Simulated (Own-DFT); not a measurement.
Si₃N₄ (beta silicon nitride, atoms displaced) (calculated)

A calculation, not a measurement: plane-wave PBE density functional theory by an unreviewed code, no spin, of a simulated periodic cell, stress positive in tension, free energy of the whole cell less one offset for each atom, forces on such cells passed a denser k mesh, this cell's mesh not checked; offsets are fitted by least squares, one for each functional and potential file, so energies compare only between cells with the same atoms and settings and are not formation energies; the far tail of each file's local potential was reset to the Coulomb form; each entry is a single point on an unrelaxed cell, so the pressure reflects the starting lattice, mostly measured values (interpolated for alloys), from which strain is counted, and rises with the displacements; printed positions are rounded, which can move forces by about a meV/angstrom; the program, named Own-DFT, is a retired in-house code; no spin-orbit coupling. Program: Own-DFT development build.

Entry: Si₃N₄ (beta silicon nitride, atoms displaced)

```xyz
42
Lattice="7.6060 0.0000 0.0000 -3.8030 6.5870 0.0000 0.0000 0.0000 8.7270" Properties=species:S:1:pos:R:3 Si3N4
Si    -1.6186     5.0472     0.6987
Si     0.2107     2.6837     0.7047
Si     1.4016     5.4224     0.7038
Si     5.3903     1.5251     2.1760
Si     3.6110     3.9156     2.1830
Si     2.4531     1.1619     2.2153
N      2.4261     0.2329     0.7839
N      6.2117     1.9385     0.7332
N      2.8097     4.3744     0.7034
N      1.4020     6.3919     2.2168
N     -2.4360     4.6203     2.1497
N      1.0385     2.1609     2.1832
N      0.0290     4.3952     0.7287
N      3.7658     2.2032     2.1987
Si    -1.6132     5.0423     3.6477
Si     0.2162     2.6683     3.6438
Si     1.3662     5.4493     3.6222
Si     5.3938     1.5299     5.0783
Si     3.5661     3.9090     5.1058
Si     2.4071     1.1602     5.0801
N      2.4539     0.1971     3.6103
N      6.2380     1.9628     3.7168
N      2.7879     4.3925     3.6696
N      1.4026     6.4194     5.1341
N     -2.3924     4.6166     5.0878
N      1.0115     2.1648     5.0775
N      0.0007     4.3919     3.6155
N      3.8277     2.1824     5.0016
Si    -1.6150     5.0666     6.5407
Si     0.2318     2.6559     6.5500
Si     1.4194     5.4507     6.5419
Si     5.4161     1.5007     8.0054
Si     3.5820     3.9200     8.0296
Si     2.4241     1.1238     8.0156
N      2.3979     0.2106     6.5394
N      6.2422     1.9576     6.5865
N      2.7591     4.3816     6.5416
N      1.3835     6.3524     8.0059
N     -2.4315     4.5715     8.0352
N      1.0078     2.1253     8.0078
N     -0.0063     4.3868     6.5734
N      3.7751     2.1812     8.0174
```

- functional: PBE
- potential files: PseudoDojo norm-conserving, scalar-relativistic, standard set
- wave cutoff: 42 hartree
- occupations: Fermi-Dirac
- smearing width: 0.1 eV
- k mesh: 3 x 3 x 3 centred on Gamma
- free energy of cell above offsets: -7.150 eV
- pressure: 5.7 GPa
- stress xx: -5.13 GPa
- stress yy: -4.66 GPa
- stress zz: -7.3 GPa
- stress yz: 1.23 GPa
- stress xz: 0.93 GPa
- stress xy: -0.57 GPa

Force:
```csv
element,x (eV/Å),y (eV/Å),z (eV/Å)
Si,1.823,1.362,1.336
Si,0.242,-0.663,1.002
Si,-0.086,0.037,1.302
Si,-0.342,0.241,1.365
Si,-0.831,-0.268,0.415
Si,-1.025,-0.2,-0.606
N,-0.316,-1.811,-1.478
N,1.037,0.688,0.156
N,-1.377,1.23,1.579
N,0.376,-0.117,-1.616
N,0.136,-0.129,0.947
N,-0.924,0.454,-0.002
N,-1.101,-0.204,-0.08
N,2.095,0.488,-0.131
Si,1.079,0.825,-1.191
Si,0.015,0.229,-0.726
Si,0.267,-0.376,1.525
Si,0.019,-0.098,2.051
Si,1.216,-0.614,-0.37
Si,0.929,-0.418,-0.304
N,-0.591,-0.69,1.384
N,0.531,0.419,-2.979
N,-0.628,0.846,-1.106
N,0.109,-1.221,-1.213
N,-1.907,-0.655,0.452
N,0.323,-0.068,0.577
N,-0.185,-0.235,0.176
N,-1.219,0.753,0.932
Si,1.167,-0.114,0.602
Si,-0.556,0.555,0.159
Si,-1.688,-0.63,0.035
Si,-1.417,0.079,-0.078
Si,0.305,-1.575,-1.577
Si,0.053,0.282,0.382
N,-0.297,-0.418,0.171
N,-0.055,0.055,-1.076
N,0.724,0.002,0.669
N,0.528,0.929,-0.126
N,-0.074,0.471,-1.732
N,0.017,0.175,-0.244
N,0.474,0.105,-0.257
N,1.152,0.278,-0.324
```
